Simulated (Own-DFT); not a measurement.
## Calculated data, Al$_{3}$GaN$_{4}$ (wurtzite random alloy, strained, atoms displaced), In$_{3}$GaP$_{4}$ (zincblende random alloy, strained, atoms displaced)

Computed with Own-DFT development build. A calculation, not a measurement: plane-wave PBE density functional theory by an unreviewed code, no spin, of a simulated periodic cell, stress positive in tension, free energy of the whole cell less one offset for each atom, forces on such cells passed a denser k mesh, this cell's mesh not checked; offsets are fitted by least squares, one for each functional and potential file, so energies compare only between cells with the same atoms and settings and are not formation energies; the far tail of each file's local potential was reset to the Coulomb form; each entry is a single point on an unrelaxed cell, so the pressure reflects the starting lattice, mostly measured values, from which strain is counted, and rises with the displacements; printed positions are rounded, which can move forces by about a meV/angstrom; the program is a retired in-house code; no spin-orbit coupling.

Settings shared by all entries: functional PBE.

(1) Al$_{3}$GaN$_{4}$ (wurtzite random alloy, strained, atoms displaced)

```cif
# cell vector a (Å): 9.1354 0.0000 0.0000
# cell vector b (Å): -4.5677 7.9115 0.0000
# cell vector c (Å): 0.0000 0.0000 10.0655
data_Al3GaN4
_symmetry_space_group_name_H-M 'P 1'
_symmetry_Int_Tables_number 1
_cell_length_a 9.1354
_cell_length_b 9.1354
_cell_length_c 10.0655
_cell_angle_alpha 90.000
_cell_angle_beta 90.000
_cell_angle_gamma 120.000
_cell_volume 727.48
loop_
_atom_site_label
_atom_site_type_symbol
_atom_site_fract_x
_atom_site_fract_y
_atom_site_fract_z
_atom_site_occupancy
Ga1 Ga 0.11433 0.21741 0.00151 1
Al1 Al 0.21365 0.10515 0.25026 1
N1 N 0.11589 0.22624 0.19224 1
N2 N 0.22513 0.11875 0.44011 1
Ga2 Ga 0.10182 0.21363 0.49564 1
Al2 Al 0.22019 0.11160 0.74865 1
N3 N 0.11015 0.21550 0.69529 1
N4 N 0.23062 0.11220 0.92818 1
Al3 Al 0.11541 0.56997 0.99713 1
Al4 Al 0.22411 0.44031 0.24284 1
N5 N 0.11760 0.55260 0.19398 1
N6 N 0.23041 0.44107 0.43432 1
Al5 Al 0.11454 0.56640 0.49591 1
Ga3 Ga 0.22076 0.43597 0.75353 1
N7 N 0.11386 0.55314 0.68558 1
N8 N 0.21768 0.43315 0.94429 1
Ga4 Ga 0.10956 0.88814 0.00073 1
Al6 Al 0.22007 0.77069 0.24072 1
N9 N 0.11042 0.89098 0.18863 1
N10 N 0.22504 0.77482 0.43980 1
Al7 Al 0.10465 0.88208 0.49669 1
Al8 Al 0.22292 0.77330 0.75009 1
N11 N 0.10973 0.89179 0.67820 1
N12 N 0.22180 0.77410 0.93690 1
Al9 Al 0.44900 0.22208 0.99653 1
Ga5 Ga 0.55936 0.11606 0.25204 1
N13 N 0.45070 0.23095 0.19193 1
N14 N 0.54816 0.10138 0.43975 1
Al10 Al 0.44808 0.22878 0.49906 1
Al11 Al 0.55702 0.11131 0.75587 1
N15 N 0.45788 0.22710 0.69337 1
N16 N 0.56114 0.11041 0.93803 1
Al12 Al 0.45051 0.56149 0.00324 1
Al13 Al 0.55998 0.45789 0.25612 1
N17 N 0.43766 0.55399 0.19477 1
N18 N 0.55527 0.44491 0.43289 1
Al14 Al 0.44004 0.55863 0.50585 1
Al15 Al 0.55376 0.43564 0.74741 1
N19 N 0.45398 0.56701 0.68864 1
N20 N 0.55151 0.44854 0.94309 1
Al16 Al 0.44598 0.89787 0.00148 1
Al17 Al 0.55521 0.78481 0.25320 1
N21 N 0.43358 0.87695 0.19203 1
N22 N 0.55666 0.77482 0.44531 1
Al18 Al 0.44438 0.88422 0.49721 1
Al19 Al 0.54706 0.76025 0.76036 1
N23 N 0.44284 0.88416 0.69525 1
N24 N 0.55300 0.77098 0.94222 1
Al20 Al 0.78627 0.23168 0.00594 1
Al21 Al 0.89543 0.11371 0.23850 1
N25 N 0.76561 0.22268 0.18902 1
N26 N 0.89221 0.10440 0.44464 1
Ga6 Ga 0.77102 0.21586 0.49964 1
Al22 Al 0.88331 0.11857 0.74694 1
N27 N 0.77943 0.22953 0.69542 1
N28 N 0.89388 0.11479 0.95394 1
Al23 Al 0.77343 0.55212 0.00427 1
Al24 Al 0.88058 0.45029 0.25423 1
N29 N 0.77848 0.55078 0.19254 1
N30 N 0.89535 0.45029 0.43943 1
Ga7 Ga 0.78203 0.55887 0.50212 1
Ga8 Ga 0.89063 0.43941 0.75225 1
N31 N 0.78574 0.55335 0.68723 1
N32 N 0.90028 0.44563 0.94146 1
Al25 Al 0.78001 0.88681 0.99834 1
Al26 Al 0.87757 0.77394 0.25972 1
N33 N 0.77342 0.88414 0.18502 1
N34 N 0.90048 0.78548 0.44270 1
Al27 Al 0.78543 0.89125 0.50721 1
Ga9 Ga 0.89119 0.77769 0.75100 1
N35 N 0.78295 0.89231 0.69624 1
N36 N 0.88568 0.78497 0.93208 1
```

Settings of this run: potential files PseudoDojo norm-conserving, scalar-relativistic, standard set with the stringent files for Ga, wave cutoff 96 hartree, occupations Gaussian, smearing width 0.01 eV and k mesh 4 x 4 x 3 centred on Gamma.

The calculation gives: free energy of cell above offsets -19.085 eV; pressure 19.81 GPa; stress xx -22.6 GPa; stress yy -25.36 GPa; stress zz -11.47 GPa; stress yz 0.1 GPa; stress xz -0.96 GPa; stress xy -0.75 GPa.

Force:
```csv
element,x (eV/Å),y (eV/Å),z (eV/Å)
Ga,0.863,-0.191,0.373
Al,1.885,1.751,0.833
N,-0.024,-1.659,-0.17
N,1.791,-2.284,-0.819
Ga,2.089,2.964,1.926
Al,1.519,-0.878,-1.018
N,-1.344,-0.212,-0.963
N,0.539,-0.294,1.276
Al,1.953,-3.571,1.868
Al,-0.536,0.671,2.224
N,-2.561,-0.46,-1.59
N,-2.034,0.898,0.215
Al,1.804,-2.882,0.668
Ga,0.132,1.078,0.17
N,0.068,0.775,-0.378
N,0.006,3.81,-0.028
Ga,-0.26,0.392,-0.453
Al,-1.257,0.417,2.23
N,-0.506,-1.469,0.939
N,-0.923,1.756,-1.52
Al,3.462,2.687,0.567
Al,-0.921,0.608,-0.886
N,1.895,-0.077,1.373
N,0.556,2.13,-0.623
Al,-0.476,0.466,1.215
Ga,-2.536,-2.005,0.517
N,-1.705,-0.335,-1.141
N,-0.648,0.879,0.73
Al,-0.084,-1,0.217
Al,0.359,-1.169,-0.861
N,-1.7,-1.73,-1.501
N,0.022,1.145,0.701
Al,-1.642,-1.746,1.218
Al,-0.666,-1.84,-1.493
N,2.015,1.841,-1.339
N,-0.176,0.693,2.112
Al,0.99,-0.818,-0.889
Al,0.081,3.108,1.036
N,0.855,-4.264,-0.691
N,1.775,-0.763,-1.164
Al,0.927,-1.851,0.249
Al,0.366,-1.579,0.418
N,0.938,1.972,-1.556
N,0.864,1.128,-1.081
Al,-0.267,-0.172,1.693
Al,0.177,4.748,-0.243
N,0.742,0.623,-0.595
N,-0.528,1.973,0.284
Al,-0.054,-1.166,-0.313
Al,-1.62,-0.378,1.178
N,4.256,1.674,-0.265
N,-3.364,-0.979,-2.879
Ga,0.755,0.891,0.343
Al,2.126,-1.456,1.743
N,-0.621,-3.124,-1.389
N,-2.089,-1.216,-1.971
Al,0.548,0.727,-0.8
Al,3.787,-1.605,0.328
N,-2.134,2.377,-1.016
N,0.102,-1.045,-0.768
Ga,-0.656,-0.555,0.035
Ga,0.427,2.512,0.633
N,-2.16,-0.279,0.96
N,-2.311,0.715,0.793
Al,-1.584,0.76,0.177
Al,1.307,0.608,-1.329
N,0.173,0.469,0.783
N,-3.016,-0.99,-1.564
Al,-1.125,-1.121,0.621
Ga,0.327,-0.06,-0.909
N,-2.231,0.231,-0.836
N,1.28,-2.251,2.395
```

(2) Al$_{3}$GaN$_{4}$ (wurtzite random alloy, strained, atoms displaced)

```cif
# cell vector a (Å): 9.2059 0.0000 0.0000
# cell vector b (Å): -4.6029 7.9725 0.0000
# cell vector c (Å): 0.0000 0.0000 10.0655
data_Al3GaN4
_symmetry_space_group_name_H-M 'P 1'
_symmetry_Int_Tables_number 1
_cell_length_a 9.2059
_cell_length_b 9.2058
_cell_length_c 10.0655
_cell_angle_alpha 90.000
_cell_angle_beta 90.000
_cell_angle_gamma 120.000
_cell_volume 738.75
loop_
_atom_site_label
_atom_site_type_symbol
_atom_site_fract_x
_atom_site_fract_y
_atom_site_fract_z
_atom_site_occupancy
Al1 Al 0.10777 0.22792 0.00131 1
Al2 Al 0.21896 0.11002 0.24576 1
N1 N 0.11937 0.22515 0.19511 1
N2 N 0.22263 0.12112 0.43676 1
Al3 Al 0.11327 0.22805 0.50343 1
Al4 Al 0.22163 0.11108 0.75127 1
N3 N 0.11168 0.22539 0.69182 1
N4 N 0.22251 0.11492 0.93388 1
Ga1 Ga 0.10445 0.55053 0.00162 1
Ga2 Ga 0.22111 0.44492 0.25095 1
N5 N 0.11304 0.55531 0.19476 1
N6 N 0.21801 0.43847 0.44338 1
Al5 Al 0.11377 0.55073 0.50677 1
Al6 Al 0.21772 0.44472 0.75160 1
N7 N 0.11534 0.55764 0.68788 1
N8 N 0.22288 0.44206 0.94053 1
Al7 Al 0.10096 0.87545 0.00097 1
Al8 Al 0.22167 0.77790 0.24827 1
N9 N 0.10145 0.87561 0.19218 1
N10 N 0.22699 0.78134 0.44093 1
Ga3 Ga 0.11575 0.89190 0.50459 1
Al9 Al 0.22834 0.77642 0.74863 1
N11 N 0.11245 0.89340 0.69072 1
N12 N 0.22422 0.77968 0.93811 1
Ga4 Ga 0.44799 0.22823 0.99806 1
Al10 Al 0.55497 0.10465 0.25174 1
N13 N 0.44517 0.22259 0.18831 1
N14 N 0.55717 0.11463 0.43860 1
Al11 Al 0.44888 0.22600 0.50046 1
Al12 Al 0.56116 0.10548 0.74035 1
N15 N 0.43652 0.21626 0.68348 1
N16 N 0.55831 0.10943 0.94403 1
Al13 Al 0.44170 0.55620 0.00774 1
Al14 Al 0.55168 0.44194 0.24325 1
N17 N 0.44444 0.54165 0.19533 1
N18 N 0.55418 0.43052 0.43776 1
Ga5 Ga 0.44078 0.56247 0.48795 1
Al15 Al 0.56098 0.44681 0.75124 1
N19 N 0.44067 0.55951 0.68833 1
N20 N 0.57149 0.46127 0.94205 1
Al16 Al 0.45027 0.89633 0.99613 1
Al17 Al 0.55013 0.76612 0.24288 1
N21 N 0.44470 0.88976 0.19032 1
N22 N 0.55097 0.78254 0.44056 1
Al18 Al 0.45039 0.89401 0.50081 1
Ga6 Ga 0.54686 0.78847 0.75760 1
N23 N 0.45160 0.88977 0.69011 1
N24 N 0.55823 0.77480 0.93750 1
Al19 Al 0.77030 0.22137 0.99614 1
Al20 Al 0.88779 0.10877 0.24558 1
N25 N 0.78101 0.22615 0.19341 1
N26 N 0.87837 0.11267 0.43381 1
Ga7 Ga 0.77596 0.21608 0.49792 1
Al21 Al 0.88413 0.11375 0.75091 1
N27 N 0.78127 0.22555 0.68471 1
N28 N 0.88557 0.10693 0.93920 1
Al22 Al 0.77495 0.55567 0.99740 1
Al23 Al 0.89275 0.44362 0.25321 1
N29 N 0.78165 0.55551 0.19089 1
N30 N 0.88868 0.42984 0.44061 1
Al24 Al 0.77328 0.56345 0.48884 1
Ga8 Ga 0.87759 0.44191 0.75299 1
N31 N 0.78233 0.57332 0.69469 1
N32 N 0.87482 0.43338 0.94532 1
Al25 Al 0.77932 0.88633 0.00111 1
Al26 Al 0.89952 0.78749 0.25247 1
N33 N 0.77958 0.88904 0.19438 1
N34 N 0.88848 0.77981 0.44110 1
Al27 Al 0.77588 0.88346 0.50787 1
Ga9 Ga 0.88456 0.76991 0.74944 1
N35 N 0.77632 0.88730 0.68442 1
N36 N 0.88923 0.78315 0.94327 1
```

Here we set potential files PseudoDojo norm-conserving, scalar-relativistic, standard set with the stringent files for Ga, wave cutoff 96 hartree, occupations Gaussian, smearing width 0.01 eV and k mesh 4 x 4 x 3 centred on Gamma.

It finds free energy of cell above offsets -20.454 eV; pressure 15.81 GPa; stress xx -17.83 GPa; stress yy -20.49 GPa; stress zz -9.09 GPa; stress yz -0.11 GPa; stress xz -0.77 GPa; stress xy 0.59 GPa.

Force:
```csv
element,x (eV/Å),y (eV/Å),z (eV/Å)
Al,1.059,-1.578,0.127
Al,1.428,-0.43,1.005
N,-1.836,-1.448,-2.19
N,0.693,-0.535,-0.262
Al,-0.767,-1.968,-0.075
Al,-0.542,0.274,-0.289
N,-0.614,-0.498,-0.108
N,-0.725,-0.921,1.437
Ga,0.215,0.427,0.195
Ga,0.014,-0.556,1.304
N,-0.924,0.841,-0.711
N,-0.91,0.849,-0.731
Al,-1.305,0.595,-1.402
Al,1.39,-0.004,-0.173
N,-0.762,0.05,1.064
N,0.1,0.621,-0.092
Al,0.924,2.349,-0.016
Al,0.531,-0.017,1.107
N,1.931,2.563,-1.444
N,0.726,-1.173,-0.38
Ga,-0.335,0.695,-0.612
Al,-1.515,0.603,0.04
N,1.362,-0.612,1.048
N,0.196,0.055,-0.262
Ga,-0.405,-0.281,0.108
Al,-0.108,1.59,-0.056
N,0.099,-1.071,0.515
N,-1.465,-1.433,-0.113
Al,-0.923,-1.816,-0.258
Al,-1.903,1.782,1.295
N,1.879,0.947,1.431
N,-0.551,0.102,-2.618
Al,0.667,-0.251,-1.304
Al,3.49,-1.254,1.854
N,-1.741,2.722,-1.766
N,-0.663,3.063,-1.246
Ga,1.674,-1.473,2.389
Al,-1.949,0.125,-0.626
N,0.673,-0.867,0.553
N,-3.014,-1.691,-1.308
Al,-0.21,-1.702,1.335
Al,0.106,1.87,1.447
N,0.343,-1.207,-1.032
N,1.585,0.682,-1.814
Al,-1.084,0.045,-0.406
Ga,4.886,-3.403,-0.743
N,-4.122,1.666,-2.011
N,-0.801,0.433,3.049
Al,1.788,-1.087,2.298
Al,-0.174,0.874,1.068
N,-0.151,-0.924,-1.485
N,4.226,-2.239,-0.018
Ga,-0.966,0.477,0.397
Al,1.758,-0.795,-0.296
N,-0.554,-1.088,1.479
N,-0.532,0.7,0.147
Al,1.913,1.549,2.23
Al,-0.863,-0.111,0.417
N,-0.458,0.519,-0.071
N,-0.851,4.426,-0.279
Al,1.827,-2.024,1.104
Ga,1.059,1.142,-0.479
N,-0.235,-6.992,-3.401
N,0.288,1.776,-0.899
Al,-0.699,0.592,0.587
Al,-2.412,-2.509,0.725
N,-0.347,-0.801,-1.312
N,-0.335,0.282,-0.798
Al,-0.757,1.361,-2.296
Ga,-0.053,6.188,2.023
N,-0.651,1.383,1.74
N,0.384,-1.459,-0.135
```

(3) In$_{3}$GaP$_{4}$ (zincblende random alloy, strained, atoms displaced)

```cif
# cell vector a (Å): 11.3066 0.0000 0.0000
# cell vector b (Å): 0.0000 11.3066 0.0000
# cell vector c (Å): 0.0000 0.0000 11.7278
data_In3GaP4
_symmetry_space_group_name_H-M 'P 1'
_symmetry_Int_Tables_number 1
_cell_length_a 11.3066
_cell_length_b 11.3066
_cell_length_c 11.7278
_cell_angle_alpha 90.000
_cell_angle_beta 90.000
_cell_angle_gamma 90.000
_cell_volume 1499.27
loop_
_atom_site_label
_atom_site_type_symbol
_atom_site_fract_x
_atom_site_fract_y
_atom_site_fract_z
_atom_site_occupancy
In1 In 0.99878 0.99364 0.99823 1
In2 In 0.00630 0.25260 0.25540 1
In3 In 0.25006 0.00090 0.24898 1
In4 In 0.24890 0.24383 0.99204 1
P1 P 0.12484 0.12627 0.12550 1
P2 P 0.12586 0.37030 0.36685 1
P3 P 0.37342 0.13120 0.37742 1
P4 P 0.38332 0.38393 0.12739 1
Ga1 Ga 0.99828 0.00019 0.50022 1
Ga2 Ga 0.00227 0.25012 0.74574 1
In5 In 0.25406 0.00662 0.75699 1
In6 In 0.24877 0.25650 0.49714 1
P5 P 0.13152 0.12546 0.62474 1
P6 P 0.12510 0.37154 0.86277 1
P7 P 0.37652 0.12018 0.87376 1
P8 P 0.37675 0.38267 0.62789 1
Ga3 Ga 0.99026 0.49807 0.99830 1
Ga4 Ga 0.99851 0.75171 0.25345 1
In7 In 0.25000 0.49494 0.25191 1
In8 In 0.24352 0.75206 0.99628 1
P9 P 0.12483 0.61793 0.11851 1
P10 P 0.11920 0.86584 0.37990 1
P11 P 0.37267 0.62661 0.38038 1
P12 P 0.36911 0.86960 0.12338 1
In9 In 0.99754 0.50057 0.49667 1
In10 In 0.99654 0.75444 0.75537 1
In11 In 0.24782 0.49547 0.75385 1
In12 In 0.24988 0.74709 0.50105 1
P13 P 0.12494 0.62841 0.62194 1
P14 P 0.12669 0.86962 0.87270 1
P15 P 0.37625 0.61913 0.87005 1
P16 P 0.36697 0.87104 0.62226 1
In13 In 0.50097 0.00279 0.99592 1
In14 In 0.50557 0.23860 0.24427 1
In15 In 0.74743 0.99891 0.24705 1
Ga5 Ga 0.74759 0.25499 0.99799 1
P17 P 0.61825 0.12059 0.12430 1
P18 P 0.62856 0.38707 0.36914 1
P19 P 0.87412 0.12389 0.37297 1
P20 P 0.87507 0.37542 0.12904 1
Ga6 Ga 0.50173 0.00131 0.50433 1
In16 In 0.49938 0.24123 0.74460 1
In17 In 0.75626 0.99367 0.75194 1
In18 In 0.74326 0.24671 0.50382 1
P21 P 0.63127 0.12264 0.62760 1
P22 P 0.61805 0.37190 0.87233 1
P23 P 0.86897 0.12319 0.87962 1
P24 P 0.87429 0.37411 0.62523 1
Ga7 Ga 0.50654 0.49560 0.00277 1
In19 In 0.50283 0.74850 0.25006 1
In20 In 0.74664 0.50157 0.24931 1
In21 In 0.75528 0.74970 0.99853 1
P25 P 0.61606 0.63009 0.12574 1
P26 P 0.62224 0.87350 0.37324 1
P27 P 0.87466 0.62609 0.38002 1
P28 P 0.88248 0.87565 0.11851 1
In22 In 0.50224 0.50257 0.49594 1
Ga8 Ga 0.50851 0.74560 0.76233 1
In23 In 0.75524 0.50670 0.75336 1
In24 In 0.75064 0.74350 0.49804 1
P29 P 0.62875 0.62891 0.62116 1
P30 P 0.62520 0.88078 0.87312 1
P31 P 0.87872 0.62515 0.87865 1
P32 P 0.86775 0.86710 0.62605 1
```

Settings of this run: potential files PseudoDojo norm-conserving, scalar-relativistic, standard set, wave cutoff 42 hartree, occupations Fermi-Dirac, smearing width 0.1 eV and k mesh 3 x 3 x 3 centred on Gamma.

The calculation gives: free energy of cell above offsets -28.081 eV; pressure 6.22 GPa; stress xx -6.82 GPa; stress yy -6.71 GPa; stress zz -5.12 GPa; stress yz -0.34 GPa; stress xz 0.41 GPa; stress xy -0.33 GPa.

Force:
```csv
element,x (eV/Å),y (eV/Å),z (eV/Å)
In,1.009,1.175,-0.53
In,-1.317,-1.177,-1.218
In,-0.209,-0.436,0.637
In,0.184,1.154,0.887
P,-0.207,-0.201,-0.44
P,0.142,1.343,1.696
P,1.004,-1.314,0.458
P,0.147,-0.887,-1.266
Ga,0,-0.253,0.171
Ga,-0.385,-0.335,-0.103
In,-0.744,-1.456,-1.28
In,0.382,0.153,0.799
P,-1.898,-0.06,-0.118
P,-2.118,-0.547,1.601
P,0.583,0.995,0.371
P,0.223,-0.84,-0.611
Ga,0.825,-0.35,0.233
Ga,0.076,-0.46,-0.45
In,0.357,1.02,-0.386
In,0.915,-1.209,0.266
P,-1.539,0.096,0.542
P,-0.848,1.183,-0.67
P,0.114,-0.227,-1.083
P,0.698,0.541,-0.011
In,0.748,-0.489,0.441
In,0.358,-0.657,-1.066
In,0.069,1.17,-1.145
In,-0.248,0.158,-0.155
P,-0.561,-0.743,0.961
P,-0.182,1.391,-0.307
P,1.469,0.583,1.107
P,2.37,0.879,1.043
In,-0.612,-1.058,0.704
In,-0.88,1.889,1.204
In,0.467,-0.369,-0.054
Ga,-0.112,-0.149,0.241
P,2.214,0.403,-1.494
P,-0.834,-2.303,0.882
P,0.474,-0.437,0.923
P,-0.148,-0.236,-1.706
Ga,-0.463,-0.282,-0.122
In,-0.355,0.657,-0.047
In,-0.143,0.589,-0.301
In,0.606,0.903,-1.091
P,-1.115,-1.415,-0.524
P,0.781,0.397,1.264
P,0.656,1.658,-0.2
P,0.606,-0.645,0.641
Ga,-0.498,0.405,-0.353
In,-1.441,0.44,0.489
In,0.86,1.219,-0.898
In,-0.946,0.126,0.41
P,0.977,-1.303,-1.641
P,-0.15,0.934,1.153
P,0.704,0.356,-2.204
P,-0.542,-1.235,2.204
In,-0.105,-0.045,0.592
Ga,-0.617,0.089,-1.058
In,-0.689,-0.697,-0.342
In,-0.443,1.139,-0.322
P,-1.189,-0.074,1.77
P,-0.424,-1.557,-0.093
P,0.53,-0.749,0.566
P,1.417,1.15,-0.966
```
